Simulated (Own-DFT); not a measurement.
# One host, several defects: C11b WSi2

Everything here is calculated. The program is Own-DFT (plane waves, in-house, since retired, never reviewed by a person); positions were held fixed, and spin and spin-orbit coupling were off.

Common settings: PBE; PseudoDojo norm-conserving scalar-relativistic files; cutoff 50 hartree; 5 x 5 x 5 k mesh centred on Gamma; cold (Marzari-Vanderbilt) smearing of 0.2 eV.

Limits: forces on such cells failed a check on a denser k mesh; stress not checked against mesh or cutoff.

All runs share one cell, with vectors in Å (-2.148, -5.953, 3.409); (-6.444, 2.976, 1.136); (-2.553, -2.948, -6.757) and a volume of 403.2 Å³. Atoms were moved at random from their sites; u is the rms move along one axis. The defect's site can differ from row to row.

```
              cell  formula   u (Å)  P (GPa)
         no defect  Si20W10  0.0192     4.40
         no defect  Si20W10  0.0438     5.62
         no defect  Si20W10  0.0542     6.15
one W on a Si site  Si19W11  0.0276     9.58
one W on a Si site  Si19W11  0.0295     9.75
one W on a Si site  Si19W11  0.0460    10.94
    one Si vacancy  Si19W10  0.0287     3.25
    one Si vacancy  Si19W10  0.0290     3.47
    one Si vacancy  Si19W10  0.0443        ?
    one Si vacancy  Si19W10  0.0592     4.76
     one W vacancy   Si20W9  0.0267     3.48
     one W vacancy   Si20W9  0.0298     3.32
     one W vacancy   Si20W9  0.0512     5.00
one Si on a W site   Si21W9  0.0312     6.40
one Si on a W site   Si21W9  0.0321     6.33
one Si on a W site   Si21W9  0.0480     7.18
```

## Worked fit

P = P0 + c u² + a shift for each defect gives P0 = 4.21 GPa, c = 680 ± 59 GPa/Å² and a scatter of 0.21 GPa. The shifts, and each times the cell's volume:

- one W on a Si site: 5.03 ± 0.17 GPa, 12.7 eV
- one Si on a W site: 1.45 ± 0.17 GPa, 3.7 eV
- one W vacancy: -1.23 ± 0.17 GPa, -3.1 eV
- one Si vacancy: -1.55 ± 0.17 GPa, -3.9 eV

Against the defect-free cell, a freed cell would be larger where the shift is positive and smaller where it is negative (160.2 GPa Å³ is 1 eV). The atoms around the defects weren't relaxed, which would change these numbers.

## Withheld run

Q: what pressure belongs in the blank (one Si vacancy, u = 0.0443 Å)?

The fitted form gives 3.99 ± 0.24 GPa. DFT gave 3.75 GPa.
